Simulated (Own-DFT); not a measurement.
SiC (2H silicon carbide, strained, atoms displaced), GaP (zincblende, atoms displaced), GaAs (zincblende with one plane slipped along a stacking-fault path, atoms displaced) (calculated)

All values are calculated (Own-DFT development build). A calculation, not a measurement: plane-wave PBE density functional theory by an unreviewed code, no spin, of a simulated periodic cell, stress positive in tension, free energy of the whole cell less one offset for each atom, forces on such cells passed a denser k mesh, this cell's mesh not checked; offsets are fitted by least squares, one for each functional and potential file, so energies compare only between cells with the same atoms and settings and are not formation energies; the far tail of each file's local potential was reset to the Coulomb form; each entry is a single point on an unrelaxed cell, so the pressure reflects the starting lattice, mostly measured values (interpolated for alloys), from which strain is counted, and rises with the displacements; printed positions are rounded, which can move forces by about a meV/angstrom; the program, named Own-DFT, is a retired in-house code; no spin-orbit coupling; before rounding, a Quantum ESPRESSO 7.3.1 run of the same cell and cutoff gave forces within 1 meV/angstrom rms on each cell, which checks the program and not the settings.

Common to all runs: functional PBE; potential files PseudoDojo norm-conserving, scalar-relativistic, standard set; wave cutoff 42 hartree; occupations Fermi-Dirac; smearing width 0.1 eV.

(1) SiC (2H silicon carbide, strained, atoms displaced)

```
SiC
1.0
      9.3289     0.1341    -0.1320
     -4.5483     7.8669     0.1379
     -0.1437     0.0904     9.9804
Si C Si C Si C Si C Si C Si C Si C Si C Si C Si C Si C Si C Si C Si C Si C Si C Si C Si C
2 2 2 2 2 2 2 2 2 2 2 2 2 2 2 2 2 2 2 2 2 2 2 2 2 2 2 2 2 2 2 2 2 2 2 2
Direct
  0.00509 0.00212 0.00743
  0.11038 0.21861 0.25451
  0.99495 0.99955 0.18415
  0.12087 0.22896 0.44234
  0.99646 0.99994 0.49315
  0.11600 0.22150 0.75338
  0.99739 0.00356 0.68628
  0.10860 0.21749 0.93319
  0.00308 0.33383 0.00194
  0.10172 0.55361 0.25711
  0.99105 0.32572 0.18700
  0.10325 0.55504 0.43705
  0.99577 0.33372 0.49697
  0.11002 0.56307 0.75919
  0.98637 0.31856 0.69213
  0.12146 0.56032 0.94579
  0.99474 0.66893 0.98983
  0.11444 0.88577 0.24679
  0.98302 0.65569 0.19056
  0.11280 0.89642 0.43572
  0.99266 0.65033 0.50129
  0.10880 0.89700 0.74354
  0.00341 0.66758 0.68093
  0.10931 0.87934 0.93074
  0.33176 0.99257 0.00092
  0.44563 0.21919 0.24295
  0.33500 0.99217 0.18136
  0.44166 0.22293 0.44165
  0.32358 0.98695 0.50426
  0.43655 0.21989 0.74979
  0.34571 0.99511 0.68302
  0.44565 0.22355 0.93380
  0.31736 0.32766 0.00121
  0.44866 0.55283 0.25059
  0.33587 0.33338 0.18835
  0.44464 0.55722 0.44773
  0.33568 0.33239 0.50017
  0.44867 0.56754 0.75184
  0.33915 0.33668 0.69000
  0.43823 0.56269 0.93222
  0.33368 0.66337 0.00666
  0.44165 0.89533 0.24857
  0.34381 0.67398 0.18562
  0.44864 0.89980 0.42358
  0.33133 0.66460 0.49689
  0.43824 0.88931 0.74174
  0.32922 0.66884 0.68794
  0.44087 0.88913 0.93907
  0.67148 0.01186 0.00079
  0.76176 0.20653 0.25557
  0.67027 0.00557 0.18728
  0.78140 0.22397 0.44214
  0.66281 0.99442 0.49159
  0.77129 0.20934 0.74332
  0.66687 0.00127 0.68682
  0.76876 0.21834 0.93449
  0.67370 0.33738 0.99938
  0.77801 0.55761 0.24120
  0.66752 0.33838 0.18804
  0.76783 0.55048 0.44233
  0.66328 0.32659 0.49602
  0.77467 0.54531 0.74943
  0.67055 0.33648 0.69044
  0.77449 0.55644 0.93378
  0.66283 0.66108 0.00388
  0.77904 0.89357 0.25106
  0.67035 0.66241 0.18704
  0.77889 0.89247 0.44133
  0.65935 0.66177 0.49638
  0.76904 0.88545 0.75151
  0.66878 0.67395 0.68698
  0.78757 0.89931 0.93660
```

- k mesh: 4 x 4 x 3 centred on Gamma
- free energy of cell above offsets: -4.466 eV
- pressure: 7.92 GPa
- stress xx: -2.42 GPa
- stress yy: -8.58 GPa
- stress zz: -12.76 GPa
- stress yz: 2.15 GPa
- stress xz: -5.43 GPa
- stress xy: 7.61 GPa

Force:
```csv
element,x (eV/Å),y (eV/Å),z (eV/Å)
Si,-0.493,-1.147,-3.249
Si,-0.118,0.988,-0.606
C,1.219,-0.043,2.367
C,-1.661,-0.614,-0.866
Si,0.763,0.665,1.787
Si,-0.918,0.324,-2.114
C,-0.189,-0.293,-0.559
C,-0.39,0.488,2.022
Si,-1.174,-0.729,-0.821
Si,1.217,-0.691,-2.818
C,0.291,0.474,1.399
C,1.994,-0.112,0.522
Si,1.477,-0.68,1.792
Si,1.204,-1.849,-1.365
C,1.307,2.506,-0.62
C,-2.095,-0.765,-0.517
Si,0.955,-1.836,1.951
Si,-1.017,-0.234,0.318
C,2.576,2.508,-1.659
C,0.105,-2.127,-0.101
Si,-2.275,2.498,-0.782
Si,1.443,-1.529,-0.161
C,-1.267,0.245,2.199
C,-0.44,2.808,0.958
Si,-0.338,0.941,-2.309
Si,-0.109,0.218,1.329
C,-3.027,1.585,0.737
C,0.962,-1.278,-1.388
Si,0.492,2.284,-2.099
Si,2.764,0.166,-0.227
C,-5.96,2.516,0.104
C,-0.818,-0.298,1.805
Si,2.738,1.223,-1.13
Si,-0.52,0.679,0.433
C,-1.252,-0.612,-0.051
C,-0.435,-0.356,-2.371
Si,0.005,0.159,1.036
Si,0.579,-1.219,-1.241
C,-1.821,0.388,-0.362
C,1.772,-1.295,2.124
Si,-0.136,1.947,-1.492
Si,3.11,-1.871,-1.786
C,-1.093,-1.191,2.386
C,-0.333,-1.657,3.528
Si,-0.718,0.801,0.371
Si,4.414,-1.512,3.349
C,-0.272,-0.491,-0.874
C,1.426,-0.132,-0.614
Si,-0.088,-2.972,-0.588
Si,1.311,3.937,-0.56
C,-1.025,-2.25,0.002
C,-0.787,-1.031,-1.129
Si,-0.248,1.048,1.968
Si,-0.6,2.439,1.561
C,-1.354,-2.503,-1.536
C,1.682,2.362,-0.204
Si,-1.413,-1.174,-0.509
Si,-0.153,-1.521,3.238
C,0.037,-1.685,-0.223
C,1.214,0.451,-1.669
Si,-0.847,0.527,1.5
Si,-0.457,2.536,-0.875
C,-0.898,-2.341,-1.286
C,0.499,0.081,0.618
Si,-0.781,1.523,-2.006
Si,0.307,-1.067,-0.423
C,-2.459,1.469,0.546
C,0.059,-0.986,-1.643
Si,1.172,1.044,1.567
Si,1.714,1.224,-0.069
C,0.028,-1.684,0.015
C,-0.86,-1.273,1.368
```

(2) GaP (zincblende, atoms displaced)

```
GaP
1.0
     10.9010     0.0000     0.0000
      0.0000    10.9010     0.0000
      0.0000     0.0000    10.9010
Ga P Ga P Ga P Ga P Ga P Ga P Ga P Ga P
4 4 4 4 4 4 4 4 4 4 4 4 4 4 4 4
Direct
  0.00010 0.00111 0.99997
  0.99779 0.25142 0.25428
  0.26212 0.99244 0.24422
  0.24212 0.25004 0.00081
  0.12477 0.12344 0.12522
  0.12962 0.37724 0.37495
  0.37686 0.13657 0.37851
  0.37186 0.37365 0.11882
  0.00321 0.00028 0.51106
  0.00802 0.24536 0.74550
  0.25304 0.00061 0.74631
  0.25113 0.24910 0.49824
  0.12657 0.12729 0.62385
  0.12828 0.37036 0.87596
  0.37300 0.12334 0.86748
  0.37893 0.36549 0.62062
  0.99331 0.49481 0.00301
  0.99306 0.74522 0.24936
  0.24917 0.50332 0.24475
  0.24943 0.75125 0.98834
  0.12791 0.62402 0.12606
  0.13016 0.87479 0.37373
  0.37508 0.61915 0.37450
  0.38003 0.87411 0.12414
  0.00493 0.49433 0.50250
  0.99273 0.74744 0.75487
  0.25361 0.49946 0.75201
  0.24908 0.75321 0.50544
  0.11751 0.61892 0.63313
  0.11823 0.87194 0.88042
  0.37212 0.62338 0.87895
  0.37208 0.87105 0.62566
  0.49495 0.99959 0.99607
  0.50475 0.25622 0.25157
  0.74688 0.00058 0.24927
  0.74787 0.23678 0.00213
  0.62104 0.12962 0.12231
  0.62602 0.37775 0.37878
  0.87477 0.12323 0.37636
  0.86773 0.37399 0.12676
  0.49532 0.00810 0.49368
  0.50179 0.24331 0.74900
  0.75347 0.99719 0.74622
  0.75978 0.25313 0.49763
  0.62449 0.13011 0.61299
  0.63297 0.37860 0.87202
  0.87490 0.13063 0.87728
  0.87678 0.37951 0.62144
  0.49518 0.50365 0.00386
  0.49147 0.74649 0.25336
  0.74341 0.49901 0.25702
  0.75860 0.75259 0.99838
  0.63363 0.61454 0.12568
  0.62657 0.87553 0.37152
  0.86887 0.62660 0.37265
  0.87444 0.88361 0.12874
  0.49484 0.50359 0.50586
  0.49327 0.75210 0.74656
  0.74631 0.49715 0.75644
  0.74774 0.74550 0.49646
  0.62263 0.63004 0.62026
  0.62943 0.86905 0.87528
  0.87351 0.63519 0.87555
  0.87799 0.88024 0.62654
```

- k mesh: 3 x 3 x 3 centred on Gamma
- free energy of cell above offsets: -33.449 eV
- pressure: 3.25 GPa
- stress xx: -3.28 GPa
- stress yy: -3.18 GPa
- stress zz: -3.29 GPa
- stress yz: 0.34 GPa
- stress xz: 0.59 GPa
- stress xy: -0.15 GPa

Force:
```csv
element,x (eV/Å),y (eV/Å),z (eV/Å)
Ga,-0.22,0.329,0.172
Ga,0.185,0.004,-0.357
Ga,-0.951,1.246,0.856
Ga,0.711,-0.627,-0.036
P,0.178,-0.154,0.548
P,-0.195,-0.213,-0.244
P,-0.212,-1.092,-1.445
P,0.195,-0.1,0.665
Ga,0.16,-0.048,-1.495
Ga,-0.96,0.942,0.583
Ga,-0.837,-0.55,0.284
Ga,-0.545,0.467,0.147
P,0.651,-0.414,-0.104
P,-0.774,0.79,-0.405
P,-0.058,0.29,0.994
P,-0.407,0.965,0.885
Ga,0.493,0.392,-0.285
Ga,0.729,0.613,-0.049
Ga,0.334,-0.583,0.3
Ga,-0.168,0.011,1.469
P,-0.794,0.475,-0.763
P,-0.607,0.055,0.114
P,-0.708,0.494,0.467
P,-0.149,-0.785,-0.871
Ga,-0.356,0.744,-0.674
Ga,0.795,0.698,-0.779
Ga,-0.125,-0.668,-0.34
Ga,-0.602,-1.116,-0.494
P,0.795,0.73,-0.37
P,0.428,0.662,-1.165
P,0.626,0.211,-0.851
P,0.404,1.12,-0.428
Ga,0.758,0.02,-0.215
Ga,-0.345,0.248,-0.24
Ga,-0.149,0.516,0.025
Ga,0.207,1.754,-0.274
P,-0.523,-1.049,0.56
P,-0.298,-0.143,0.506
P,0.385,-0.304,0.028
P,0.111,-0.361,0.262
Ga,0.512,-0.937,0.334
Ga,0.678,0.629,-0.07
Ga,-0.781,0.89,0.371
Ga,-0.635,0.048,-0.071
P,0.568,-0.633,1.001
P,-1.759,-1.388,1.22
P,0.472,-0.953,-0.913
P,-0.017,-0.477,1.029
Ga,0.924,-0.495,-0.293
Ga,1.438,-0.195,-0.411
Ga,0.706,-0.351,-0.275
Ga,-0.858,0.161,1.183
P,-1.081,1.658,-0.395
P,-0.833,-0.077,0.327
P,0.878,-0.753,0.537
P,0.205,-0.731,-0.367
Ga,0.509,-0.525,-0.406
Ga,0.79,-0.461,0.688
Ga,0.933,1.339,-1.327
Ga,0.251,1.065,0.227
P,-0.013,-0.565,1.012
P,-0.69,0.662,-0.286
P,-0.059,-2.115,0.205
P,-0.296,-1.362,-0.305
```

(3) GaAs (zincblende with one plane slipped along a stacking-fault path, atoms displaced)

```
GaAs
1.0
      5.6533    -5.6533     0.0000
      0.0000     5.6533    -5.6533
     11.7777    11.7777    10.3644
Ga As Ga As Ga As Ga As Ga As Ga As Ga As Ga As Ga As Ga As Ga As Ga As Ga As Ga As Ga As Ga As Ga As Ga As Ga As Ga As Ga As Ga As Ga As Ga As
1 1 1 1 1 1 1 1 1 1 1 1 1 1 1 1 1 1 1 1 1 1 1 1 1 1 1 1 1 1 1 1 1 1 1 1 1 1 1 1 1 1 1 1 1 1 1 1
Direct
  0.99508 0.99502 0.00128
  0.99123 0.97973 0.12471
  0.15691 0.30505 0.16589
  0.14587 0.28655 0.29193
  0.30662 0.11932 0.33058
  0.29111 0.08870 0.46050
  0.05515 0.08848 0.50119
  0.03045 0.06246 0.62390
  0.19266 0.39080 0.66799
  0.18550 0.36824 0.79221
  0.34895 0.20033 0.83412
  0.34260 0.17915 0.95732
  0.00099 0.49739 0.00072
  0.99314 0.48534 0.12518
  0.15378 0.81106 0.16589
  0.13718 0.78720 0.29181
  0.30620 0.61967 0.33290
  0.29626 0.59745 0.45885
  0.03949 0.58435 0.50065
  0.02929 0.55849 0.62696
  0.19733 0.88287 0.66539
  0.18655 0.86599 0.79166
  0.33745 0.68555 0.83333
  0.34605 0.67962 0.95766
  0.50519 0.99651 0.99948
  0.49427 0.98857 0.12274
  0.65167 0.30803 0.16616
  0.64281 0.28848 0.28970
  0.80825 0.11893 0.33251
  0.78488 0.08432 0.45683
  0.53894 0.08244 0.50166
  0.52829 0.06312 0.62626
  0.68331 0.38606 0.66668
  0.69477 0.36827 0.78935
  0.84473 0.19142 0.83361
  0.84226 0.17083 0.95768
  0.49008 0.49455 0.99945
  0.49116 0.48321 0.12509
  0.65795 0.81288 0.16724
  0.64513 0.78655 0.29472
  0.80592 0.61076 0.33508
  0.79093 0.58687 0.46016
  0.54807 0.57649 0.50248
  0.53585 0.56195 0.62635
  0.69878 0.89312 0.66497
  0.68328 0.86906 0.79472
  0.85172 0.69273 0.83660
  0.83463 0.66715 0.95927
```

- k mesh: 4 x 4 x 2 centred on Gamma
- free energy of cell above offsets: -12.570 eV
- pressure: 5.73 GPa
- stress xx: -6.01 GPa
- stress yy: -7.38 GPa
- stress zz: -3.79 GPa
- stress yz: -0.44 GPa
- stress xz: -0.43 GPa
- stress xy: 2.2 GPa

Force:
```csv
element,x (eV/Å),y (eV/Å),z (eV/Å)
Ga,0.219,-0.666,-0.229
As,-0.03,0.185,-0.118
Ga,-0.053,0.408,-0.093
As,-0.34,0.411,-0.53
Ga,0.525,0.024,0.756
As,-0.863,-4.053,-2.368
Ga,-1.463,4.599,1.24
As,0.63,-0.027,0.186
Ga,0.12,-0.434,0.045
As,-0.389,-0.073,0.282
Ga,0.139,-0.793,-0.001
As,-0.277,-0.073,0.937
Ga,0.177,-0.178,-0.179
As,0.005,-0.143,0.375
Ga,0.3,-0.214,0.145
As,0.187,-0.217,-0.237
Ga,0.101,-0.023,0.281
As,-0.246,-2.062,-1.425
Ga,1.856,1.245,1.751
As,-0.597,0,-0.072
Ga,-0.146,0.75,0.031
As,-0.072,0.376,-0.354
Ga,0.59,-0.014,-0.478
As,-0.728,0.23,0.454
Ga,-0.021,0.327,-0.656
As,0.076,0.028,0.624
Ga,0.14,-0.133,-0.378
As,0.145,0.071,0.151
Ga,0.018,-0.004,0.208
As,0.429,-2.649,-1.054
Ga,1.473,1.557,1.468
As,0.087,-0.464,0.005
Ga,0.737,-0.519,0.013
As,-0.221,0.984,0.188
Ga,0.267,-0.202,-0.065
As,-0.037,0.397,-0.159
Ga,0.697,-0.048,-0.161
As,-0.002,-0.035,-0.229
Ga,-0.112,0.284,0.316
As,-0.34,-0.157,-0.416
Ga,-0.105,0.152,0.088
As,-0.977,-3.1,-2.119
Ga,-0.772,3.673,1.601
As,-0.564,0.69,-0.207
Ga,0.275,0.499,0.44
As,-0.484,-0.737,0.169
Ga,-0.46,-0.171,-0.396
As,0.11,0.299,0.17
```

(4) GaAs (zincblende with one plane slipped along a stacking-fault path, atoms displaced)

```
GaAs
1.0
      5.6533    -5.6533     0.0000
      0.0000     5.6533    -5.6533
     11.7777    11.7777    10.3644
Ga As Ga As Ga As Ga As Ga As Ga As Ga As Ga As Ga As Ga As Ga As Ga As Ga As Ga As Ga As Ga As Ga As Ga As Ga As Ga As Ga As Ga As Ga As Ga As
1 1 1 1 1 1 1 1 1 1 1 1 1 1 1 1 1 1 1 1 1 1 1 1 1 1 1 1 1 1 1 1 1 1 1 1 1 1 1 1 1 1 1 1 1 1 1 1
Direct
  0.00679 0.00248 0.99915
  0.98251 0.97485 0.12258
  0.15491 0.29638 0.16678
  0.13426 0.27715 0.29178
  0.30157 0.10168 0.33206
  0.30377 0.09499 0.45564
  0.03693 0.07918 0.49719
  0.03382 0.06986 0.62431
  0.18906 0.38468 0.66687
  0.18822 0.37392 0.78962
  0.35032 0.19177 0.83471
  0.34017 0.17072 0.95768
  0.00787 0.50917 0.00010
  0.98358 0.47499 0.12494
  0.15726 0.81196 0.16495
  0.14397 0.78382 0.29329
  0.30961 0.61795 0.33091
  0.29828 0.59641 0.45866
  0.03813 0.57690 0.50020
  0.03644 0.56683 0.62354
  0.19679 0.89122 0.66516
  0.18431 0.86156 0.79137
  0.35749 0.69350 0.83580
  0.33076 0.66938 0.95593
  0.50442 0.99851 0.00382
  0.48827 0.97565 0.12221
  0.65054 0.30974 0.16659
  0.64252 0.28423 0.28994
  0.80849 0.11168 0.33354
  0.78997 0.09094 0.46235
  0.53737 0.08671 0.49876
  0.53200 0.06432 0.62545
  0.69466 0.38544 0.66750
  0.68022 0.36434 0.79289
  0.84538 0.19299 0.83364
  0.84225 0.17233 0.95965
  0.49908 0.50485 0.99927
  0.49576 0.47920 0.12458
  0.65896 0.80922 0.16298
  0.63553 0.77546 0.29329
  0.80658 0.61139 0.33484
  0.79858 0.59246 0.45987
  0.53985 0.58594 0.49930
  0.54054 0.56638 0.62474
  0.69295 0.88665 0.66492
  0.67997 0.86655 0.79133
  0.85599 0.69748 0.83420
  0.83429 0.67052 0.95715
```

* k mesh: 4 x 4 x 2 centred on Gamma
* free energy of cell above offsets: -12.126 eV
* pressure: 5.8 GPa
* stress xx: -7.14 GPa
* stress yy: -6.57 GPa
* stress zz: -3.69 GPa
* stress yz: -0.78 GPa
* stress xz: -0.59 GPa
* stress xy: 2.79 GPa

Force:
```csv
element,x (eV/Å),y (eV/Å),z (eV/Å)
Ga,-0.347,-0.281,0.114
As,0.784,-0.422,-0.252
Ga,-0.213,0.402,-0.426
As,0.66,-0.298,-0.424
Ga,0.36,0.312,-0.631
As,-3.319,0.286,-1.815
Ga,2.426,0.37,1.609
As,-0.341,-0.505,0.465
Ga,0.535,-0.13,-0.816
As,0.182,0.102,0.821
Ga,-0.77,0.044,-0.117
As,0.481,0.259,0.025
Ga,-0.587,0.154,0.686
As,0.675,-0.28,-0.167
Ga,-0.265,0.101,0.706
As,-0.873,-0.352,-0.23
Ga,-0.114,0.162,1.112
As,-2.199,-1.38,-2.059
Ga,1.83,0.968,1.825
As,-0.11,0.232,0.483
Ga,0.05,0.381,0.028
As,0.367,-0.154,-0.305
Ga,-0.982,0.001,-0.345
As,1.068,0.38,-0.107
Ga,-0.852,-0.871,-0.743
As,0.913,0.828,0.325
Ga,0.061,-0.651,0.421
As,0.145,0.209,0.283
Ga,-0.382,0.487,0.618
As,-1.689,-2.142,-2.127
Ga,2.673,1.557,2.23
As,-0.239,-0.288,-0.059
Ga,0.351,0.06,-0.308
As,0.305,-0.115,-0.408
Ga,0.233,-0.134,-0.071
As,-0.176,0.282,-0.311
Ga,-0.131,-0.299,0.358
As,-0.647,0.47,-0.213
Ga,-0.083,0.772,0.906
As,0.285,-0.567,-1.108
Ga,-0.066,-0.069,0.23
As,-2.14,-0.929,-1.913
Ga,2.184,0.946,1.725
As,-0.661,0.13,0.501
Ga,0.37,0.246,-0.149
As,0.581,-0.624,-0.245
Ga,-0.706,0.081,-0.028
As,0.371,0.273,-0.094
```
